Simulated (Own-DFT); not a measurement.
## Calculated data, Hf₃₆O₇₁ (tetragonal hafnia with one neutral oxygen vacancy, atoms displaced)

Computed with Own-DFT development build. A calculation, not a measurement: plane-wave PBE and HSE06 DFT by an unreviewed code, no spin, of a simulated cell at Gamma alone, so results move with cell size and shape, stress positive in tension, energies less offsets, not probed for a lower state with spin; hafnium file: forces about 75 meV/angstrom off all-electron values; oxygen file: force components 24 meV/angstrom off all-electron in a glass; k mesh not checked against a denser one; forces and stress are PBE's, HSE06 gives the energy alone, and its difference from PBE has offsets of its own; offsets are fitted by least squares, one for each functional and potential file, so energies compare only between cells with the same atoms and settings and are not formation energies; the far tail of each file's local potential was reset to the Coulomb form; each entry is a single point on an unrelaxed cell, so the pressure reflects the starting lattice, taken from the Materials Project, from which strain is counted, and rises with the displacements; printed positions are rounded, which can move forces by about a meV/angstrom; the program is a retired in-house code; no spin-orbit coupling.

Settings shared by all entries: first functional PBE; second functional HSE06; exact exchange share 0.25; screening 0.11 1/bohr; exchange divergence Gygi-Baldereschi; potential files PseudoDojo norm-conserving, scalar-relativistic, made for PBE, standard set; wave cutoff 48 hartree; occupations fixed; k mesh 1 x 1 x 1 centred on Gamma.

(1) 
```cif
# cell vector a (Å): 10.7800 0.0000 0.0000
# cell vector b (Å): 0.0000 10.7800 0.0000
# cell vector c (Å): 0.0000 0.0000 10.4493
data_Hf36O71
_symmetry_space_group_name_H-M 'P 1'
_symmetry_Int_Tables_number 1
_cell_length_a 10.7800
_cell_length_b 10.7800
_cell_length_c 10.4493
_cell_angle_alpha 90.000
_cell_angle_beta 90.000
_cell_angle_gamma 90.000
_cell_volume 1214.30
loop_
_atom_site_label
_atom_site_type_symbol
_atom_site_fract_x
_atom_site_fract_y
_atom_site_fract_z
_atom_site_occupancy
Hf1 Hf 0.98883 0.00186 0.98920 1
Hf2 Hf 0.17631 0.17349 0.25450 1
O1 O 0.00683 0.15010 0.13979 1
O2 O 0.18686 0.00082 0.34508 1
O3 O 0.00392 0.16840 0.39882 1
O4 O 0.15669 0.99791 0.09699 1
Hf3 Hf 0.00324 0.99269 0.48872 1
Hf4 Hf 0.16920 0.16425 0.73456 1
O5 O 0.99626 0.17051 0.64836 1
O6 O 0.16347 0.99089 0.86918 1
O7 O 0.99728 0.17308 0.90901 1
O8 O 0.17996 0.00662 0.59329 1
Hf5 Hf 0.00426 0.32774 0.99101 1
Hf6 Hf 0.16379 0.50178 0.26164 1
O9 O 0.99963 0.49101 0.15636 1
O10 O 0.17591 0.32352 0.33953 1
O11 O 0.00577 0.50343 0.39972 1
O12 O 0.16241 0.33865 0.08214 1
Hf7 Hf 0.99500 0.32954 0.50457 1
Hf8 Hf 0.17572 0.50547 0.74315 1
O13 O 0.01036 0.49640 0.65708 1
O14 O 0.16573 0.33119 0.85900 1
O15 O 0.00348 0.51672 0.92197 1
O16 O 0.16019 0.32503 0.60090 1
Hf9 Hf 0.99625 0.66676 0.02301 1
Hf10 Hf 0.16763 0.83654 0.23749 1
O17 O 0.00502 0.84117 0.15902 1
O18 O 0.16392 0.67155 0.36109 1
O19 O 0.99484 0.83311 0.39672 1
O20 O 0.17346 0.67046 0.08841 1
Hf11 Hf 0.00372 0.68032 0.50512 1
Hf12 Hf 0.17096 0.82881 0.73201 1
O21 O 0.00314 0.83532 0.64453 1
O22 O 0.17692 0.66942 0.83293 1
O23 O 0.00224 0.83860 0.91559 1
O24 O 0.16824 0.68153 0.59404 1
Hf13 Hf 0.33709 0.99675 0.99629 1
Hf14 Hf 0.49932 0.17932 0.24493 1
O25 O 0.33937 0.16829 0.15787 1
O26 O 0.49300 0.99031 0.35003 1
O27 O 0.33366 0.15653 0.40185 1
O28 O 0.49686 0.99904 0.08799 1
Hf15 Hf 0.33314 0.01361 0.50562 1
Hf16 Hf 0.49429 0.18574 0.75224 1
O29 O 0.32993 0.15217 0.67216 1
O30 O 0.50732 0.99126 0.83249 1
O31 O 0.32580 0.17245 0.91668 1
O32 O 0.49385 0.00875 0.59195 1
Hf17 Hf 0.33836 0.33610 0.02551 1
Hf18 Hf 0.50209 0.49474 0.25497 1
O33 O 0.32687 0.50287 0.15240 1
O34 O 0.48847 0.33535 0.35566 1
O35 O 0.33506 0.50146 0.40275 1
O36 O 0.50279 0.34363 0.09951 1
Hf19 Hf 0.32033 0.34140 0.50484 1
Hf20 Hf 0.50132 0.51553 0.75076 1
O37 O 0.33925 0.49295 0.63621 1
O38 O 0.49548 0.32155 0.85880 1
O39 O 0.34161 0.48787 0.90203 1
O40 O 0.50682 0.32858 0.59973 1
Hf21 Hf 0.32803 0.67019 0.00261 1
Hf22 Hf 0.48874 0.82738 0.25043 1
O41 O 0.34612 0.83422 0.16285 1
O42 O 0.50195 0.66615 0.34655 1
O43 O 0.33534 0.83815 0.40186 1
O44 O 0.49784 0.65401 0.09510 1
Hf23 Hf 0.33454 0.66905 0.49460 1
Hf24 Hf 0.50313 0.83806 0.77156 1
O45 O 0.32795 0.83833 0.65750 1
O46 O 0.50504 0.66658 0.82785 1
O47 O 0.34004 0.83506 0.88860 1
O48 O 0.50523 0.65687 0.59138 1
Hf25 Hf 0.65783 0.99175 0.99912 1
Hf26 Hf 0.84637 0.16562 0.24605 1
O49 O 0.66166 0.15948 0.15298 1
O50 O 0.84234 0.01186 0.34889 1
O51 O 0.67095 0.16573 0.39984 1
O52 O 0.82299 0.99921 0.09980 1
Hf27 Hf 0.67931 0.01284 0.48752 1
Hf28 Hf 0.83354 0.17544 0.73721 1
O53 O 0.66896 0.16862 0.65776 1
O54 O 0.82230 0.00301 0.83922 1
O55 O 0.67935 0.16058 0.92308 1
O56 O 0.82494 0.99441 0.60105 1
Hf29 Hf 0.68405 0.31596 0.98536 1
Hf30 Hf 0.83721 0.49298 0.24957 1
O57 O 0.68229 0.49521 0.15533 1
O58 O 0.82876 0.33963 0.35968 1
O59 O 0.66486 0.50000 0.39773 1
O60 O 0.83941 0.32485 0.10977 1
Hf31 Hf 0.66664 0.32244 0.48986 1
Hf32 Hf 0.82045 0.50155 0.74917 1
O61 O 0.67441 0.48814 0.65980 1
O62 O 0.82719 0.32322 0.84215 1
O63 O 0.66847 0.50330 0.91269 1
Hf33 Hf 0.65490 0.67051 0.01001 1
Hf34 Hf 0.83475 0.85338 0.25411 1
O64 O 0.65936 0.83229 0.14998 1
O65 O 0.84075 0.67669 0.35504 1
O66 O 0.66364 0.83492 0.40571 1
O67 O 0.84871 0.66227 0.10916 1
Hf35 Hf 0.66552 0.65959 0.50121 1
Hf36 Hf 0.84335 0.83106 0.74738 1
O68 O 0.66509 0.83760 0.64409 1
O69 O 0.82558 0.66429 0.85042 1
O70 O 0.67031 0.82690 0.90718 1
O71 O 0.83990 0.66862 0.60891 1
_calc_PBE_energy_of_cell_above_offsets '-83.936'  # eV
_calc_HSE06_less_PBE_above_offsets '0.729'  # eV
_calc_PBE_pressure 7.37  # GPa
_calc_PBE_stress_xx -7.96  # GPa
_calc_PBE_stress_yy -7.19  # GPa
_calc_PBE_stress_zz -6.95  # GPa
_calc_PBE_stress_yz -2.53  # GPa
_calc_PBE_stress_xz 0.22  # GPa
_calc_PBE_stress_xy -0.33  # GPa
```

Force:
```csv
element,x (eV/Å),y (eV/Å),z (eV/Å)
Hf,1.64,0.979,1.094
Hf,-1.095,-5.169,-2.671
O,-0.793,1.293,2.382
O,-2.408,-0.485,-0.292
O,0.008,-0.101,-0.159
O,2.912,-1.02,0.545
Hf,0.121,1.432,1.587
Hf,-2.67,0.094,5.425
O,0.499,-0.127,-0.905
O,0.21,1.051,-3.625
O,-0.657,-2.384,-2.835
O,-5.608,-0.109,1.53
Hf,0.708,3.086,1.022
Hf,-1.019,0.248,-0.812
O,1.676,0.605,0.809
O,0.381,4.388,2.389
O,0.494,-1.144,1.352
O,0.627,-0.619,3.499
Hf,-1.701,1.28,-0.103
Hf,-0.948,-1.486,2.665
O,-1.205,-0.312,-0.202
O,-0.528,0.747,-3.374
O,-0.114,-2.401,-1.706
O,1.313,-0.117,-0.526
Hf,0.819,0.797,-3.629
Hf,1.135,1.718,1.848
O,-1.787,-0.409,-0.034
O,0.443,-0.372,-2.044
O,0.591,1.742,0.04
O,-0.82,0.611,2.45
Hf,-1.911,-2.552,-1.472
Hf,-0.177,1.45,3.767
O,-0.076,0.823,-0.774
O,0.807,-0.515,0.772
O,-1.257,-2.78,-1.639
O,0.719,-1.277,0.267
Hf,-3.599,1.591,-0.668
Hf,0.927,-2.557,1.354
O,-0.827,0.488,-0.543
O,1.025,2.108,-1.877
O,-0.064,4.822,-0.238
O,-0.112,0.106,0.413
Hf,4.184,-4.064,-1.651
Hf,0.988,-3.718,-1.881
O,1.893,1.451,-2.151
O,0.343,6.849,3.909
O,0.958,-1.553,-0.283
O,2.108,0.445,0.043
Hf,-1.523,-0.23,-4.117
Hf,1.119,0.873,-1.166
O,0.36,-0.098,0.994
O,0.588,-0.544,-0.314
O,-0.872,-0.365,-0.611
O,1.941,-0.371,1.932
Hf,2.822,-0.773,-1.121
Hf,-0.154,-4.597,-0.953
O,-1.044,0.282,1.263
O,1.442,3.001,0.769
O,0.19,2.573,-0.386
O,-1.841,-0.516,-0.067
Hf,1.054,-1.591,-2.39
Hf,5.805,2.001,4.442
O,-5.745,-0.471,-4.774
O,-0.46,-1.063,0.061
O,-0.191,-1.908,0.785
O,-1.502,0.161,0.18
Hf,0.651,2.249,-0.257
Hf,0.778,-1.784,-7.443
O,3.081,-0.707,-1.404
O,0.002,0.641,4.117
O,0.228,-0.982,2.762
O,-1.29,-0.835,0.541
Hf,1.347,-0.185,0.546
Hf,-0.317,2.254,-2.277
O,0.665,0.74,0.886
O,-0.021,-0.864,1.237
O,-0.438,1.841,-1.918
O,0.658,-0.292,0.571
Hf,-4.077,-5.491,3.36
Hf,0.11,-3.201,0.658
O,-0.654,0.784,-0.796
O,1.124,-0.426,0.343
O,-0.937,-2.622,-3.328
O,3.031,0.47,-1.383
Hf,-1.154,5.051,4.038
Hf,0.318,2.466,0.745
O,-2.522,0.661,0.051
O,0.759,-1.941,0.254
O,-0.519,-0.931,0.795
O,-0.208,-0.485,-0.955
Hf,0.41,2.118,1.944
Hf,4.357,1.798,2.603
O,-2.894,0.053,-2.111
O,0.008,2.858,0.605
O,-0.444,-1.008,-1.348
Hf,4.255,-1.291,-0.254
Hf,-1.384,-4.146,-0.882
O,0.732,-0.446,0.197
O,-0.472,-0.833,-0.379
O,1.353,0.281,-0.579
O,-4.451,0.661,1.205
Hf,1.88,3.223,-0.881
Hf,-3.062,-0.125,0.548
O,0.224,-1.023,2.05
O,0.327,0.699,-0.337
O,-1.07,0.208,-0.583
O,-0.524,-0.739,-0.547
```

(2) 
```cif
# cell vector a (Å): 10.7800 0.0000 0.0000
# cell vector b (Å): 0.0000 10.7800 0.0000
# cell vector c (Å): 0.0000 0.0000 10.4493
data_Hf36O71
_symmetry_space_group_name_H-M 'P 1'
_symmetry_Int_Tables_number 1
_cell_length_a 10.7800
_cell_length_b 10.7800
_cell_length_c 10.4493
_cell_angle_alpha 90.000
_cell_angle_beta 90.000
_cell_angle_gamma 90.000
_cell_volume 1214.30
loop_
_atom_site_label
_atom_site_type_symbol
_atom_site_fract_x
_atom_site_fract_y
_atom_site_fract_z
_atom_site_occupancy
Hf1 Hf 0.00711 0.99720 0.00012 1
Hf2 Hf 0.16534 0.16636 0.25209 1
O1 O 0.00409 0.17160 0.14276 1
O2 O 0.16647 0.00101 0.34295 1
O3 O 0.00753 0.16893 0.40244 1
O4 O 0.18061 0.00116 0.09519 1
Hf3 Hf 0.99437 0.99744 0.49597 1
Hf4 Hf 0.16977 0.16932 0.74114 1
O5 O 0.99779 0.17048 0.65482 1
O6 O 0.16254 0.99972 0.83967 1
O7 O 0.00098 0.16286 0.91029 1
O8 O 0.16468 0.00250 0.59501 1
Hf5 Hf 0.99622 0.32981 0.00072 1
Hf6 Hf 0.16421 0.49670 0.24761 1
O9 O 0.00656 0.50041 0.14624 1
O10 O 0.16557 0.34138 0.34350 1
O11 O 0.17102 0.33232 0.10872 1
Hf7 Hf 0.00081 0.33333 0.50170 1
Hf8 Hf 0.16076 0.50010 0.74663 1
O12 O 0.00314 0.49169 0.65223 1
O13 O 0.16337 0.33492 0.84342 1
O14 O 0.99625 0.49999 0.90217 1
O15 O 0.17736 0.33377 0.60254 1
Hf9 Hf 0.00494 0.66884 0.00020 1
Hf10 Hf 0.16542 0.84164 0.25756 1
O16 O 0.01288 0.83101 0.15464 1
O17 O 0.17485 0.66840 0.34875 1
O18 O 0.99817 0.82865 0.39641 1
O19 O 0.17324 0.66643 0.09924 1
Hf11 Hf 0.99503 0.66712 0.49962 1
Hf12 Hf 0.15607 0.83704 0.74611 1
O20 O 0.99440 0.83657 0.64893 1
O21 O 0.16983 0.66838 0.84894 1
O22 O 0.00050 0.83367 0.90294 1
O23 O 0.15704 0.66665 0.59900 1
Hf13 Hf 0.33143 0.99391 0.99530 1
Hf14 Hf 0.49694 0.16222 0.25557 1
O24 O 0.33350 0.17196 0.15310 1
O25 O 0.49460 0.00216 0.34865 1
O26 O 0.33653 0.16900 0.40299 1
O27 O 0.49850 0.99458 0.10139 1
Hf15 Hf 0.33510 0.99775 0.49389 1
Hf16 Hf 0.50172 0.17212 0.74456 1
O28 O 0.33658 0.16858 0.65672 1
O29 O 0.49871 0.99901 0.84668 1
O30 O 0.33193 0.17045 0.90508 1
O31 O 0.50414 0.99646 0.59529 1
Hf17 Hf 0.33427 0.33353 0.00958 1
Hf18 Hf 0.49402 0.49381 0.25005 1
O32 O 0.33252 0.50751 0.13992 1
O33 O 0.49812 0.32388 0.34808 1
O34 O 0.33147 0.49904 0.40543 1
O35 O 0.49207 0.33026 0.09992 1
Hf19 Hf 0.34110 0.32509 0.49523 1
Hf20 Hf 0.49735 0.50634 0.74932 1
O36 O 0.33222 0.49733 0.65361 1
O37 O 0.49520 0.33300 0.84854 1
O38 O 0.33045 0.49537 0.90946 1
O39 O 0.49790 0.33617 0.59438 1
Hf21 Hf 0.32948 0.66402 0.00024 1
Hf22 Hf 0.51311 0.83480 0.25302 1
O40 O 0.33574 0.82983 0.15185 1
O41 O 0.50568 0.66224 0.35015 1
O42 O 0.33817 0.83587 0.39246 1
O43 O 0.50546 0.66439 0.09575 1
Hf23 Hf 0.33931 0.66626 0.50444 1
Hf24 Hf 0.49249 0.83270 0.74904 1
O44 O 0.33865 0.83804 0.64957 1
O45 O 0.50277 0.65917 0.85165 1
O46 O 0.32785 0.84219 0.90288 1
O47 O 0.49844 0.66983 0.59610 1
Hf25 Hf 0.66601 0.00742 0.00393 1
Hf26 Hf 0.83355 0.16522 0.24616 1
O48 O 0.66566 0.16905 0.15769 1
O49 O 0.83666 0.99615 0.34858 1
O50 O 0.66450 0.16924 0.39781 1
O51 O 0.83322 0.00221 0.10225 1
Hf27 Hf 0.66981 0.99754 0.49972 1
Hf28 Hf 0.82991 0.16453 0.75297 1
O52 O 0.66566 0.15887 0.64906 1
O53 O 0.83306 0.99915 0.84395 1
O54 O 0.65782 0.16607 0.90532 1
O55 O 0.82411 0.00297 0.59561 1
Hf29 Hf 0.66750 0.33609 0.00388 1
Hf30 Hf 0.83254 0.50548 0.24560 1
O56 O 0.67426 0.50740 0.14790 1
O57 O 0.84290 0.33504 0.35335 1
O58 O 0.66425 0.49421 0.40206 1
O59 O 0.83468 0.33118 0.10286 1
Hf31 Hf 0.66412 0.32946 0.50070 1
Hf32 Hf 0.82404 0.50214 0.74793 1
O60 O 0.65990 0.50026 0.65542 1
O61 O 0.83423 0.33795 0.83968 1
O62 O 0.67139 0.50397 0.90716 1
O63 O 0.83442 0.33620 0.59327 1
Hf33 Hf 0.66618 0.66740 0.00102 1
Hf34 Hf 0.83663 0.82654 0.23718 1
O64 O 0.66198 0.83186 0.14826 1
O65 O 0.83107 0.66697 0.34560 1
O66 O 0.66555 0.83384 0.40681 1
O67 O 0.83270 0.66917 0.09715 1
Hf35 Hf 0.67229 0.66689 0.50332 1
Hf36 Hf 0.83279 0.82965 0.73715 1
O68 O 0.66118 0.83762 0.65124 1
O69 O 0.83447 0.66918 0.84827 1
O70 O 0.65917 0.83823 0.90117 1
O71 O 0.83915 0.66457 0.59146 1
_calc_PBE_energy_of_cell_above_offsets '-97.181'  # eV
_calc_HSE06_less_PBE_above_offsets '0.071'  # eV
_calc_PBE_pressure 1.98  # GPa
_calc_PBE_stress_xx -2.56  # GPa
_calc_PBE_stress_yy -0.77  # GPa
_calc_PBE_stress_zz -2.61  # GPa
_calc_PBE_stress_yz -0.8  # GPa
_calc_PBE_stress_xz -0.76  # GPa
_calc_PBE_stress_xy 0.05  # GPa
```

Force:
```csv
element,x (eV/Å),y (eV/Å),z (eV/Å)
Hf,0.12,0.83,-0.078
Hf,0.361,1.78,-1.383
O,-0.4,-0.781,1.568
O,-0.115,0.848,1.464
O,-0.074,-1.095,-0.024
O,-3.291,0.078,0.768
Hf,0.085,0.735,0.011
Hf,-0.049,0.902,1.555
O,-0.492,-0.301,-0.209
O,-0.324,0.266,0.49
O,-0.591,0.239,-0.907
O,-0.044,-0.339,-0.746
Hf,1.974,0.602,-0.356
Hf,1.067,1.924,-0.079
O,-1.798,0.256,0.716
O,-0.407,-1.794,1.403
O,-1.16,0.183,-1.064
Hf,0.233,1.038,-0.032
Hf,1.331,-0.532,1.022
O,-1.795,0.307,-0.692
O,-0.656,-0.474,0.423
O,0.083,0.496,0.261
O,-1.044,-0.639,-1.279
Hf,0.886,-1.287,-0.244
Hf,3.158,-3.2,-1.115
O,-2.458,0.354,-1.203
O,-0.761,-0.161,-0.062
O,0.007,0.821,0.596
O,-1.863,0.027,-0.483
Hf,3.004,-1.472,-1.914
Hf,1.832,-0.665,0.56
O,0.228,0.459,-0.738
O,-0.364,0.366,-0.288
O,0.176,-0.019,-0.433
O,1.016,0.534,-0.002
Hf,2.463,2.146,0.439
Hf,-0.275,-0.088,-1.786
O,-0.05,-0.37,1.218
O,0.477,-0.628,0.417
O,-0.739,-1.728,-0.545
O,0.666,0.619,-0.177
Hf,0.725,-0.768,0.907
Hf,-0.619,-0.971,1.94
O,0.176,-0.438,-1.281
O,-0.103,0.696,-0.633
O,-0.332,-0.753,-0.196
O,-1.024,0.321,-0.423
Hf,-1.435,-0.653,-1.916
Hf,0.122,1.255,-0.187
O,0.696,-0.569,2.226
O,-0.058,1.804,0.143
O,1.067,-0.285,-0.525
O,3.12,0.828,0.729
Hf,-1.574,2.492,1.141
Hf,-1.677,-1.707,0.886
O,0.372,1.249,0.066
O,1.053,0.829,-0.505
O,0.104,0.76,-1.063
O,1.072,-0.541,0.551
Hf,0.861,0.388,0.351
Hf,-3.551,-0.775,-0.414
O,0.227,0.057,0.422
O,-0.081,0.105,-0.235
O,-0.225,-0.194,1.734
O,-0.703,-0.123,0.39
Hf,-2.137,-0.212,-1.652
Hf,1.544,0.926,1.585
O,-2.391,-0.36,-0.505
O,-0.438,1.634,-0.547
O,0.269,-2.894,-1.541
O,1.327,-0.251,0.737
Hf,-1.187,-1.814,-0.821
Hf,0.426,0.561,0.801
O,0.159,-0.054,-0.722
O,0.085,0.254,-0.416
O,0.572,-0.731,0.497
O,0.681,-0.375,-0.388
Hf,-1.68,0.994,-0.371
Hf,0.646,0.106,-0.473
O,0.381,1.092,0.227
O,0.088,-0.327,0.05
O,0.976,1.191,-0.189
O,2.505,-0.355,0.409
Hf,-1.046,0.108,-0.312
Hf,1.074,-1.521,0.902
O,-1.574,-1.092,0.509
O,0.166,0.042,-1.193
O,0.243,0.451,0.273
O,-0.657,-0.015,-0.577
Hf,1.028,0.258,-0.573
Hf,1.726,-0.384,0.759
O,0.906,0.497,-0.692
O,-0.439,-1.181,1.076
O,0.257,-1.322,-0.671
O,-1.107,-0.004,0.434
Hf,-0.844,1.17,-0.736
Hf,0.096,0.936,0.746
O,2.569,0.118,0.255
O,-0.081,0.144,0.171
O,0.079,-0.594,-0.805
O,1.236,0.606,0.437
Hf,-2.101,-0.649,-1.509
Hf,-1.888,0.963,2.842
O,1.231,-1.123,-0.271
O,-0.112,0.268,-1.146
O,0.542,-0.421,0.569
O,-1.758,0.12,1.656
```

(3) 
```cif
# cell vector a (Å): 10.7800 0.0000 0.0000
# cell vector b (Å): 0.0000 10.7800 0.0000
# cell vector c (Å): 0.0000 0.0000 10.4493
data_Hf36O71
_symmetry_space_group_name_H-M 'P 1'
_symmetry_Int_Tables_number 1
_cell_length_a 10.7800
_cell_length_b 10.7800
_cell_length_c 10.4493
_cell_angle_alpha 90.000
_cell_angle_beta 90.000
_cell_angle_gamma 90.000
_cell_volume 1214.30
loop_
_atom_site_label
_atom_site_type_symbol
_atom_site_fract_x
_atom_site_fract_y
_atom_site_fract_z
_atom_site_occupancy
Hf1 Hf 0.00771 0.00703 0.00240 1
Hf2 Hf 0.16928 0.17028 0.24054 1
O1 O 0.00156 0.16519 0.14683 1
O2 O 0.17015 0.00290 0.34414 1
O3 O 0.00524 0.16623 0.40290 1
O4 O 0.17518 0.00015 0.08995 1
Hf3 Hf 0.99787 0.00357 0.50156 1
Hf4 Hf 0.16470 0.16256 0.74894 1
O5 O 0.99734 0.16238 0.65344 1
O6 O 0.16509 0.00306 0.85109 1
O7 O 0.99252 0.16379 0.90968 1
O8 O 0.16657 0.00071 0.60167 1
Hf5 Hf 0.99416 0.33267 0.00798 1
Hf6 Hf 0.16651 0.50343 0.24848 1
O9 O 0.99962 0.50929 0.15499 1
O10 O 0.17181 0.33339 0.35299 1
O11 O 0.00818 0.49272 0.39505 1
O12 O 0.16815 0.33295 0.10294 1
Hf7 Hf 0.99760 0.33186 0.50017 1
Hf8 Hf 0.16797 0.50169 0.75743 1
O13 O 0.99562 0.50623 0.65691 1
O14 O 0.16289 0.33061 0.84077 1
O15 O 0.00191 0.49599 0.90437 1
O16 O 0.17067 0.33503 0.59965 1
Hf9 Hf 0.00678 0.66587 0.99178 1
Hf10 Hf 0.16404 0.83775 0.24936 1
O17 O 0.00609 0.83424 0.15244 1
O18 O 0.17025 0.67338 0.35233 1
O19 O 0.16804 0.66327 0.09778 1
Hf11 Hf 0.99557 0.67221 0.50499 1
Hf12 Hf 0.16530 0.83736 0.74822 1
O20 O 0.00071 0.82814 0.65241 1
O21 O 0.16846 0.66638 0.84586 1
O22 O 0.99439 0.83752 0.90751 1
O23 O 0.15880 0.66443 0.59584 1
Hf13 Hf 0.34082 0.00054 0.99734 1
Hf14 Hf 0.50232 0.17148 0.25491 1
O24 O 0.33973 0.17532 0.15602 1
O25 O 0.50660 0.99702 0.34482 1
O26 O 0.33147 0.16989 0.40550 1
O27 O 0.50445 0.00322 0.09816 1
Hf15 Hf 0.32956 0.00124 0.49948 1
Hf16 Hf 0.50087 0.16182 0.75680 1
O28 O 0.32977 0.16638 0.64725 1
O29 O 0.50643 0.00119 0.84988 1
O30 O 0.32567 0.16960 0.90307 1
O31 O 0.50180 0.00176 0.59686 1
Hf17 Hf 0.33252 0.33776 0.99634 1
Hf18 Hf 0.50748 0.49385 0.25549 1
O32 O 0.32966 0.50160 0.15252 1
O33 O 0.50076 0.33138 0.33321 1
O34 O 0.33426 0.49821 0.40053 1
O35 O 0.49758 0.33331 0.09419 1
Hf19 Hf 0.32762 0.33446 0.50499 1
Hf20 Hf 0.50192 0.50058 0.75295 1
O36 O 0.33623 0.50979 0.64988 1
O37 O 0.50437 0.33044 0.84565 1
O38 O 0.34141 0.49306 0.90142 1
O39 O 0.49467 0.33287 0.60492 1
Hf21 Hf 0.32742 0.66597 0.99552 1
Hf22 Hf 0.49568 0.83517 0.24547 1
O40 O 0.33218 0.82405 0.15300 1
O41 O 0.49254 0.66247 0.34413 1
O42 O 0.33428 0.82818 0.39763 1
O43 O 0.49438 0.67196 0.09593 1
Hf23 Hf 0.33180 0.66039 0.50265 1
Hf24 Hf 0.49596 0.82827 0.73882 1
O44 O 0.33490 0.83927 0.65081 1
O45 O 0.49832 0.66408 0.85762 1
O46 O 0.32686 0.83822 0.89699 1
O47 O 0.49506 0.67968 0.60560 1
Hf25 Hf 0.66675 0.00348 0.00290 1
Hf26 Hf 0.83350 0.16844 0.25260 1
O48 O 0.66356 0.16505 0.15090 1
O49 O 0.83580 0.99931 0.34956 1
O50 O 0.66603 0.16798 0.40614 1
O51 O 0.83013 0.99975 0.09895 1
Hf27 Hf 0.66542 0.00506 0.51202 1
Hf28 Hf 0.83038 0.16778 0.74661 1
O52 O 0.66339 0.16325 0.65296 1
O53 O 0.82782 0.00489 0.84916 1
O54 O 0.66814 0.16679 0.90422 1
O55 O 0.84018 0.00150 0.59386 1
Hf29 Hf 0.66781 0.33647 0.99010 1
Hf30 Hf 0.82959 0.50286 0.24753 1
O56 O 0.67685 0.50183 0.15350 1
O57 O 0.83463 0.33354 0.34469 1
O58 O 0.67936 0.49283 0.40498 1
O59 O 0.83426 0.33057 0.09431 1
Hf31 Hf 0.67129 0.33849 0.50278 1
Hf32 Hf 0.82714 0.50631 0.74528 1
O60 O 0.66482 0.50606 0.65539 1
O61 O 0.83114 0.34023 0.83962 1
O62 O 0.67154 0.50405 0.90517 1
O63 O 0.84110 0.33466 0.60026 1
Hf33 Hf 0.66455 0.67039 0.99254 1
Hf34 Hf 0.83530 0.83007 0.25372 1
O64 O 0.66327 0.83858 0.15788 1
O65 O 0.82699 0.66306 0.35326 1
O66 O 0.66500 0.83261 0.40602 1
O67 O 0.83405 0.67212 0.10049 1
Hf35 Hf 0.66451 0.66546 0.49461 1
Hf36 Hf 0.83441 0.83288 0.74416 1
O68 O 0.67618 0.83302 0.64574 1
O69 O 0.83464 0.67258 0.85099 1
O70 O 0.66778 0.83146 0.91032 1
O71 O 0.83468 0.66612 0.59599 1
_calc_PBE_energy_of_cell_above_offsets '-97.903'  # eV
_calc_HSE06_less_PBE_above_offsets '0.029'  # eV
_calc_PBE_pressure 1.98  # GPa
_calc_PBE_stress_xx -1.71  # GPa
_calc_PBE_stress_yy -1.77  # GPa
_calc_PBE_stress_zz -2.47  # GPa
_calc_PBE_stress_yz 0.6  # GPa
_calc_PBE_stress_xz 0.09  # GPa
_calc_PBE_stress_xy -0.09  # GPa
```

Force:
```csv
element,x (eV/Å),y (eV/Å),z (eV/Å)
Hf,-1.618,-1.471,0.382
Hf,0.794,0.758,1.502
O,-0.195,0.033,0.882
O,-0.262,-0.166,0.226
O,-0.51,0.284,-0.128
O,-0.022,0.39,0.987
Hf,0.723,-0.488,-1.366
Hf,0.551,0.798,-0.131
O,0.404,0.304,0.049
O,-0.399,-0.576,-0.666
O,0.117,1.711,-1.174
O,-0.416,-0.44,-0.171
Hf,1.575,-0.033,-1.165
Hf,-0.162,-0.095,1.189
O,-0.303,-0.673,-0.731
O,-0.07,-0.368,-0.962
O,-0.613,1.015,1.496
O,-0.784,0.038,-0.767
Hf,2.148,0.897,-1.036
Hf,-1.091,-1.306,-1.93
O,0.722,-0.312,0.075
O,0.208,0.4,0.781
O,0.318,0.543,0.006
O,-1.559,0.286,0.309
Hf,-1.688,0.266,1.771
Hf,1.327,-0.784,0.688
O,-0.916,0.217,0.736
O,-0.814,-0.516,-0.589
O,-0.477,0.046,-0.598
Hf,1.173,-0.867,-1.731
Hf,0.449,0.401,0.363
O,-0.073,0.242,-0.342
O,-0.008,0.553,0.526
O,0.838,-0.207,-0.839
O,1.459,0.269,0.638
Hf,0.125,0.186,0.324
Hf,-0.033,-2.762,-1.341
O,-0.731,-0.656,-0.336
O,-0.505,1.037,0.614
O,0.582,-0.628,-0.065
O,-1.702,-0.366,-0.139
Hf,0.457,-0.232,-1.111
Hf,-0.873,0.701,-1.129
O,0.552,-0.535,1.136
O,-0.646,-0.809,-0.272
O,0.74,-0.545,-0.261
O,-0.946,-0.381,0.761
Hf,0.039,-1.466,1.949
Hf,-1.757,1.853,-2.566
O,1.283,-0.203,-0.216
O,0.523,1.201,2.863
O,0.314,-0.004,0.522
O,1.105,0.761,-0.651
Hf,0.041,-0.482,-0.858
Hf,-1.134,-0.457,0.103
O,-0.174,-0.057,0.803
O,0.299,0.579,0.307
O,-0.769,1.574,-0.993
O,1.437,0.547,-1.192
Hf,1.652,0.529,1.672
Hf,0.408,-0.638,0.65
O,-0.529,0.89,-0.978
O,1.332,-0.446,1.048
O,0.245,1.201,1.28
O,0.882,-0.561,-0.43
Hf,-1.014,0.668,-1.536
Hf,1.153,0.363,1.554
O,-1.297,-0.002,-0.075
O,-0.031,0.54,-1.667
O,0.381,-0.653,-0.034
O,1.254,-0.631,-0.663
Hf,1.113,-0.867,0.345
Hf,-0.552,-1.38,-0.796
O,0.969,0.549,0.601
O,0.512,0.252,-0.06
O,0.307,0.765,0.275
O,1.178,0.162,0.092
Hf,0.359,-1.047,-2.5
Hf,0.5,-0.342,1.471
O,0.596,0.186,0.032
O,-0.017,-0.751,-1.307
O,-0.13,0.891,-0.67
O,-1.288,0.078,1.079
Hf,-0.558,-0.823,1.364
Hf,2.498,0.386,0.391
O,-2.555,-0.362,-0.461
O,-0.046,-0.314,0.498
O,-1.275,1.083,-0.33
O,-0.89,0.007,0.442
Hf,-0.595,-2.124,0.625
Hf,1.962,0.211,1.234
O,-0.596,-0.233,-1.107
O,-0.379,-0.842,0.534
O,-0.376,-0.415,-1.092
O,-2.266,-0.017,-0.39
Hf,0.07,0.548,2.722
Hf,-0.752,0.503,-1.105
O,0.643,-0.406,0.014
O,0.464,0.436,-0.042
O,0.158,-0.298,0.349
O,0.236,0.005,-0.433
Hf,0.237,1.775,-0.017
Hf,0.142,0.898,2.035
O,-1.604,0.137,0.751
O,0.023,-0.86,-0.953
O,-0.172,1.006,-1.442
O,-1.398,-0.07,0.495
```
